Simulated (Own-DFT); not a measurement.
Hf36O71 (tetragonal hafnia with one neutral oxygen vacancy, atoms displaced) (calculated)

Computed with Own-DFT development build. A calculation, not a measurement: plane-wave PBE and HSE06 DFT by an unreviewed code, no spin, of a simulated cell at Gamma alone, so results move with cell size and shape, stress positive in tension, energies less offsets, not probed for a lower state with spin; hafnium file: forces about 75 meV/angstrom off all-electron values; oxygen file: force components 24 meV/angstrom off all-electron in a glass; k mesh not checked against a denser one; forces and stress are PBE's, HSE06 gives the energy alone, and its difference from PBE has offsets of its own; offsets are fitted by least squares, one for each functional and potential file, so energies compare only between cells with the same atoms and settings and are not formation energies; the far tail of each file's local potential was reset to the Coulomb form; each entry is a single point on an unrelaxed cell, so the pressure reflects the starting lattice, taken from the Materials Project, from which strain is counted, and rises with the displacements; printed positions are rounded, which can move forces by about a meV/angstrom; the program is a retired in-house code; no spin-orbit coupling.

Settings shared by all entries: first functional PBE; second functional HSE06; exact exchange share 0.25; screening 0.11 1/bohr; exchange divergence Gygi-Baldereschi; potential files PseudoDojo norm-conserving, scalar-relativistic, made for PBE, standard set; wave cutoff 48 hartree; occupations fixed; k mesh 1 x 1 x 1 centred on Gamma.

(1) Hf36O71 (tetragonal hafnia with one neutral oxygen vacancy, atoms displaced)

```
Hf36O71
1.0
     10.7800     0.0000     0.0000
      0.0000    10.7800     0.0000
      0.0000     0.0000    10.4493
Hf O Hf O Hf O Hf O Hf O Hf O Hf O Hf O Hf O Hf O Hf O Hf O Hf O Hf O Hf O Hf O Hf O Hf O
2 4 2 4 2 4 2 4 2 4 2 4 2 4 2 4 2 4 2 3 2 4 2 4 2 4 2 4 2 4 2 4 2 4 2 4
Direct
  0.99836 0.99970 0.00144
  0.17201 0.16105 0.24782
  0.99515 0.15986 0.15804
  0.16312 0.00740 0.34702
  0.01356 0.16881 0.39404
  0.15764 0.00545 0.09936
  0.00237 0.00693 0.50010
  0.16921 0.16450 0.76228
  0.99891 0.16561 0.65481
  0.16523 0.99408 0.84700
  0.99559 0.16784 0.90175
  0.16327 0.00207 0.60213
  0.99802 0.33336 0.00975
  0.16887 0.50263 0.24327
  0.00147 0.49274 0.14860
  0.16208 0.32616 0.34531
  0.00320 0.50596 0.39648
  0.16198 0.32933 0.10353
  0.00677 0.33396 0.50032
  0.17195 0.50483 0.74897
  0.99532 0.49969 0.65531
  0.16448 0.33623 0.85811
  0.00168 0.49561 0.90308
  0.17554 0.34010 0.59242
  0.00817 0.65974 0.00555
  0.16302 0.83583 0.25970
  0.00146 0.83096 0.14710
  0.17133 0.67104 0.34064
  0.99159 0.82407 0.40825
  0.17362 0.66468 0.09687
  0.99795 0.66442 0.49853
  0.16502 0.83109 0.74633
  0.00269 0.83351 0.64817
  0.16923 0.67009 0.84796
  0.00120 0.82658 0.90431
  0.17387 0.66967 0.60218
  0.33939 0.00337 0.00079
  0.50230 0.16589 0.24817
  0.33077 0.15921 0.14811
  0.49565 0.99550 0.34157
  0.33366 0.17217 0.40651
  0.49663 0.99410 0.09924
  0.33383 0.00036 0.50288
  0.50240 0.15783 0.75013
  0.34194 0.16265 0.65046
  0.49981 0.00495 0.84230
  0.32664 0.16737 0.90596
  0.49519 0.00386 0.59615
  0.33106 0.33113 0.00447
  0.49900 0.50723 0.25504
  0.33769 0.49815 0.14085
  0.50378 0.34059 0.34911
  0.33043 0.49814 0.40367
  0.49534 0.34014 0.10176
  0.32981 0.32954 0.50167
  0.50857 0.50411 0.75293
  0.32908 0.49647 0.64871
  0.50224 0.33946 0.84640
  0.50177 0.34071 0.60046
  0.32760 0.66446 0.00311
  0.50284 0.83333 0.25677
  0.33754 0.83106 0.15539
  0.50162 0.67494 0.35346
  0.33630 0.83491 0.40966
  0.49715 0.66994 0.09047
  0.33455 0.65843 0.50903
  0.50156 0.83174 0.75092
  0.34089 0.82484 0.65201
  0.50543 0.66826 0.85015
  0.33737 0.83339 0.90205
  0.50594 0.67939 0.59579
  0.65776 0.00412 0.99631
  0.83141 0.17094 0.25279
  0.66893 0.16863 0.15408
  0.83445 0.99749 0.34179
  0.66899 0.16702 0.39621
  0.84174 0.00501 0.09814
  0.66619 0.99972 0.50495
  0.83442 0.17629 0.75042
  0.65263 0.17017 0.64955
  0.83625 0.00132 0.84664
  0.66818 0.17123 0.89693
  0.83459 0.00269 0.60550
  0.66752 0.33660 0.99357
  0.83110 0.49916 0.24559
  0.66581 0.50931 0.15146
  0.83327 0.33190 0.34544
  0.67298 0.49839 0.40363
  0.83029 0.33190 0.09670
  0.67006 0.33365 0.50050
  0.83060 0.50376 0.74814
  0.66612 0.49627 0.64668
  0.82881 0.33776 0.84997
  0.66322 0.50027 0.90475
  0.83022 0.33643 0.59077
  0.67083 0.65788 0.00365
  0.83303 0.83048 0.24633
  0.67421 0.83831 0.15464
  0.83326 0.66811 0.35119
  0.67010 0.83418 0.40541
  0.83335 0.66767 0.09350
  0.66482 0.65973 0.48957
  0.82750 0.83262 0.74412
  0.66543 0.84622 0.64895
  0.83051 0.66768 0.85012
  0.67349 0.83198 0.89387
  0.82976 0.66835 0.59704
```

* PBE energy of cell above offsets: -97.054 eV
* HSE06 less PBE above offsets: 0.073 eV
* PBE pressure: 1.86 GPa
* PBE stress xx: -1.83 GPa
* PBE stress yy: -1.6 GPa
* PBE stress zz: -2.15 GPa
* PBE stress yz: -0.32 GPa
* PBE stress xz: 0.1 GPa
* PBE stress xy: 0.02 GPa

Force:
```csv
element,x (eV/Å),y (eV/Å),z (eV/Å)
Hf,-0.581,-0.708,-0.837
Hf,-2.08,1.232,-0.494
O,0.83,1.188,-0.536
O,0.269,-2.518,1.27
O,-1.514,0.043,2.116
O,2.22,-0.33,-0.106
Hf,-0.889,-0.69,0.082
Hf,-0.119,-0.162,-0.5
O,0.742,0.894,-0.539
O,0.231,1.083,0.079
O,0.37,0.557,0.001
O,0.996,0.007,-0.538
Hf,0.709,-0.508,-1.365
Hf,0.28,-1.131,1.13
O,-0.365,0.767,0.445
O,0.45,2.103,0.067
O,0.137,-1.175,0.267
O,1.162,0.204,-0.143
Hf,0.114,-0.033,-0.978
Hf,-0.762,-0.654,1.079
O,0.791,-0.055,-0.564
O,0.735,-0.292,-1.244
O,-0.306,0.641,0.338
O,-2.771,-0.456,1.457
Hf,-1.157,1.379,-1.763
Hf,0.764,0.829,-1.616
O,0.412,-0.547,1.234
O,-0.066,-1.095,0.741
O,1.131,2.058,-0.922
O,-1.715,-0.528,1.172
Hf,-0.198,0.316,1.143
Hf,0.033,0.417,0.29
O,-0.473,-0.271,0.437
O,0.291,-1.044,0.354
O,0.184,0.03,-0.009
O,-1.595,-0.51,-0.446
Hf,-2.535,-1.725,0.179
Hf,0.09,0.961,0.759
O,1.766,0.285,0.211
O,0.207,1.825,0.868
O,0.336,-1.695,-1.181
O,1.288,0.781,-0.451
Hf,-0.477,0.09,-0.074
Hf,-0.901,3.507,-1.036
O,-1.983,0.417,0.76
O,0.212,-1.807,2.148
O,0.272,-0.191,-0.581
O,0.905,-0.363,-0.042
Hf,-0.335,1.472,-0.604
Hf,-0.493,-1.143,-0.912
O,-0.755,0.295,1.092
O,0.027,-0.693,-0.707
O,0.134,0.372,-0.973
O,1.12,-0.919,-0.477
Hf,2.767,0.779,-0.139
Hf,-1.418,-1.001,-0.563
O,1.73,1.121,0.939
O,-0.486,-0.763,0.612
O,-0.444,0.158,-0.847
Hf,2.133,0.459,-1.728
Hf,-0.34,0.166,-1.68
O,-1.315,0.392,0.665
O,0.172,-2.205,-0.149
O,-0.611,-0.379,-0.204
O,0.827,-0.247,1.108
Hf,0.483,1.522,-0.501
Hf,0.017,-0.725,0.004
O,-1.272,0.798,0.447
O,-0.266,-0.488,-0.668
O,0.226,0.443,0.436
O,-0.113,-1.27,0.393
Hf,2.984,-1.285,0.07
Hf,0.631,-2.025,-0.595
O,-1.34,-0.342,-1.007
O,0.267,0.576,0.94
O,-0.43,-0.329,0.762
O,-2.537,-0.398,-0.456
Hf,0.71,-0.24,-0.358
Hf,-0.25,-2.076,0.31
O,2.925,-0.224,-0.549
O,-0.371,0.446,-0.419
O,-0.356,-0.535,0.638
O,-0.204,0.472,-1.457
Hf,-1.051,-0.959,0.736
Hf,0.539,0.227,0.898
O,-0.084,-0.288,0.351
O,0.336,1.369,0.276
O,-0.222,-0.09,-1.358
O,-0.443,0.59,0.409
Hf,-2.288,-0.788,-0.151
Hf,0.649,0.67,0.363
O,0.534,0.681,0.509
O,-0.217,0.267,-0.366
O,0.239,-0.089,-0.961
O,1.49,-0.695,0.957
Hf,-1.023,2.411,-0.838
Hf,0.987,1.07,0.447
O,-1.714,-0.12,-0.555
O,-0.337,-1.211,-0.938
O,-0.283,0.013,-0.24
O,1.102,-0.652,1.055
Hf,0.821,1.855,1.383
Hf,0.953,0.731,1.201
O,-0.224,0.066,0.145
O,-0.159,-1.034,-0.732
O,-0.821,0.778,1.243
O,-0.049,-0.107,0.075
```

(2) Hf36O71 (tetragonal hafnia with one neutral oxygen vacancy, atoms displaced)

```
Hf36O71
1.0
     10.7800     0.0000     0.0000
      0.0000    10.7800     0.0000
      0.0000     0.0000    10.4493
Hf O Hf O Hf O Hf O Hf O Hf O Hf O Hf O Hf O Hf O Hf O Hf O Hf O Hf O Hf O Hf O Hf O Hf O
2 3 2 4 2 4 2 4 2 4 2 4 2 4 2 4 2 4 2 4 2 4 2 4 2 4 2 4 2 4 2 4 2 4 2 4
Direct
  0.00705 0.00346 0.00345
  0.17303 0.15776 0.24215
  0.01626 0.16911 0.14434
  0.17149 0.00255 0.33396
  0.16102 0.99550 0.09490
  0.99315 0.99662 0.51163
  0.17464 0.15198 0.74740
  0.01133 0.17330 0.64034
  0.15210 0.00780 0.85065
  0.99619 0.16425 0.90746
  0.18146 0.98557 0.58236
  0.98758 0.34694 0.00072
  0.15869 0.50973 0.23689
  0.99998 0.49837 0.15818
  0.16489 0.34160 0.33635
  0.01752 0.50045 0.40400
  0.16819 0.31457 0.08868
  0.00676 0.33481 0.48095
  0.16863 0.50141 0.74229
  0.99283 0.49901 0.65895
  0.16053 0.33313 0.83974
  0.00961 0.50109 0.89724
  0.15852 0.34827 0.60566
  0.00827 0.66240 0.99002
  0.16781 0.84172 0.27008
  0.01584 0.83910 0.13475
  0.17288 0.65878 0.34201
  0.99782 0.82675 0.40083
  0.16385 0.67637 0.09600
  0.98835 0.67677 0.51985
  0.17393 0.84017 0.74327
  0.99344 0.83514 0.64907
  0.14709 0.66481 0.84583
  0.99443 0.83640 0.89917
  0.17801 0.66490 0.59568
  0.33788 0.99087 0.99232
  0.50672 0.16660 0.24540
  0.32941 0.15928 0.15589
  0.49514 0.99018 0.34167
  0.32287 0.16952 0.40110
  0.49675 0.00642 0.08826
  0.34111 0.00429 0.49319
  0.49610 0.16060 0.74024
  0.32835 0.16718 0.67126
  0.49259 0.99985 0.84778
  0.33656 0.18135 0.90368
  0.51519 0.00122 0.59519
  0.32653 0.33192 0.00081
  0.49673 0.48796 0.26338
  0.33529 0.51165 0.14618
  0.50811 0.33392 0.35410
  0.33850 0.50449 0.39317
  0.50069 0.33777 0.10033
  0.33387 0.33561 0.49079
  0.49436 0.50575 0.74815
  0.32942 0.51046 0.64820
  0.49663 0.32769 0.83760
  0.32814 0.49416 0.88976
  0.50173 0.34243 0.59715
  0.33765 0.66868 0.99282
  0.49160 0.82866 0.24437
  0.33093 0.81986 0.13459
  0.49301 0.67324 0.34880
  0.33644 0.82951 0.40303
  0.50668 0.65194 0.09640
  0.33298 0.64873 0.49488
  0.49634 0.83256 0.75700
  0.32825 0.83925 0.65452
  0.48807 0.67686 0.84832
  0.33565 0.83087 0.89480
  0.50455 0.66866 0.61176
  0.67155 0.00472 0.99540
  0.84874 0.16110 0.25584
  0.66457 0.17425 0.14083
  0.83701 0.99341 0.34217
  0.66398 0.15995 0.40554
  0.83486 0.98622 0.09622
  0.67300 0.00510 0.49455
  0.82294 0.15708 0.74407
  0.66585 0.17029 0.65749
  0.84109 0.00250 0.85394
  0.66657 0.16323 0.91844
  0.83067 0.98965 0.58884
  0.67039 0.32772 0.99014
  0.83622 0.50129 0.24661
  0.65485 0.50161 0.14815
  0.84401 0.33585 0.35081
  0.67521 0.49367 0.39849
  0.84541 0.32755 0.08714
  0.67289 0.34859 0.50797
  0.83832 0.50275 0.75773
  0.66481 0.49751 0.64921
  0.82914 0.33429 0.85857
  0.67102 0.49596 0.90499
  0.83839 0.34860 0.60180
  0.66468 0.67532 0.99899
  0.84260 0.83703 0.24305
  0.66583 0.82737 0.16471
  0.85100 0.66417 0.35894
  0.65526 0.83312 0.39960
  0.83738 0.66100 0.09231
  0.65455 0.66151 0.48263
  0.82109 0.83100 0.74577
  0.66260 0.83965 0.66084
  0.83882 0.67078 0.84716
  0.67635 0.83070 0.89503
  0.82333 0.66866 0.60864
```

- PBE energy of cell above offsets: -87.211 eV
- HSE06 less PBE above offsets: 0.671 eV
- PBE pressure: 5.1 GPa
- PBE stress xx: -5.01 GPa
- PBE stress yy: -5.7 GPa
- PBE stress zz: -4.59 GPa
- PBE stress yz: 1.51 GPa
- PBE stress xz: 1.43 GPa
- PBE stress xy: -0.19 GPa

Force:
```csv
element,x (eV/Å),y (eV/Å),z (eV/Å)
Hf,-1.691,-1.002,-1.76
Hf,-0.877,3.344,-0.667
O,-3.735,-0.908,2.108
O,-0.159,0.593,3.354
O,4.08,0.495,0.59
Hf,1.962,0.715,-1.799
Hf,-4.899,5.208,2.329
O,-1.573,-2.259,-0.343
O,1.839,-2.853,-0.407
O,-0.489,1.632,-0.578
O,-2.831,0.803,1.07
Hf,6.392,-3.186,-3.61
Hf,2.788,-0.219,1.074
O,-1.393,-0.439,-2.192
O,0.446,-1.716,0.74
O,-1.015,1.143,0.314
O,-0.685,1.716,0.422
Hf,0.055,-0.076,1.921
Hf,-1.438,-1.807,1.455
O,1.083,1.801,-0.901
O,0.533,-0.674,-0.268
O,-1.485,-0.47,0.344
O,2.21,-0.567,-3.026
Hf,-0.537,3.534,0.171
Hf,-0.515,-4.663,-4.115
O,-2.074,-0.485,3.429
O,0.628,2.03,0.968
O,1.105,1.883,-0.055
O,0.503,-1.912,-0.632
Hf,0.7,-2.514,-1.154
Hf,-2.686,-1.764,1.556
O,1.299,0.167,-0.318
O,1.919,1.619,-1.084
O,0.447,-0.174,-0.094
O,-2.478,0.89,0.148
Hf,-1.259,2.13,1.461
Hf,-0.184,-0.111,-1.019
O,2.943,-0.024,-0.448
O,-0.424,2.231,-0.141
O,0.882,0.264,0.972
O,0.94,-0.621,0.579
Hf,1.608,-1.957,-0.32
Hf,0.246,1.508,2.398
O,2.921,-0.249,-4.445
O,0.171,0.301,-0.152
O,-0.203,-4.207,-0.35
O,-2.679,0.977,-0.089
Hf,0.546,1.626,-0.278
Hf,0.103,2.316,-5.143
O,-0.587,-0.778,0.547
O,-0.783,-2.165,0.646
O,0.511,-3.479,-0.103
O,-0.925,-0.798,0.312
Hf,-1.384,0.67,1.385
Hf,0.576,-1.384,0.533
O,2.034,-0.601,-1.224
O,1.354,0.583,-0.062
O,0.542,1.3,0.468
O,-1.407,-0.631,-0.833
Hf,-0.684,-2.207,2.198
Hf,0.52,-0.051,-0.327
O,0.7,1.414,1.272
O,1.032,-2.389,0.771
O,-0.836,0.879,-0.114
O,-1.213,2.028,-0.788
Hf,-0.083,3.663,1.251
Hf,0.342,0.586,-2.596
O,2.968,0.211,-0.276
O,0.764,-2.22,1.088
O,-1.162,0.903,-0.59
O,-0.362,-0.342,-1.877
Hf,0.476,-2.008,1.639
Hf,0.21,1.109,-1.446
O,0.968,-0.833,2.168
O,0.349,1.163,1.055
O,0.268,2.022,-1.142
O,-0.709,0.868,0.801
Hf,-1.812,-2.775,-0.614
Hf,4.192,1.868,2.429
O,0.052,-0.089,-0.824
O,-1.994,0.22,-2.007
O,0.097,-0.362,-4.003
O,0.097,1.135,1.887
Hf,-1.009,2.54,2.073
Hf,-1.679,1.162,-0.009
O,2.776,-0.636,1.839
O,-0.218,-1.056,-0.969
O,-0.575,1.802,-1.058
O,-5.443,-0.036,4.218
Hf,0.546,-1.899,1.43
Hf,-1.284,-0.532,-0.506
O,-0.105,0.006,0.054
O,0.02,-0.855,-1.748
O,-0.753,1.979,-0.703
O,-0.444,-1.409,-0.805
Hf,1.289,-2.62,1.285
Hf,0.803,-2.027,-1.491
O,0.008,-0.049,-1.39
O,-1.468,-0.307,-1.022
O,1.073,-0.169,1.061
O,-0.589,0.062,0.844
Hf,0.905,1.866,2.185
Hf,1.825,-0.574,2.189
O,-0.914,0.186,-0.98
O,-0.392,-0.734,0.031
O,-1.121,1.359,0.882
O,-0.418,0.359,-1.044
```
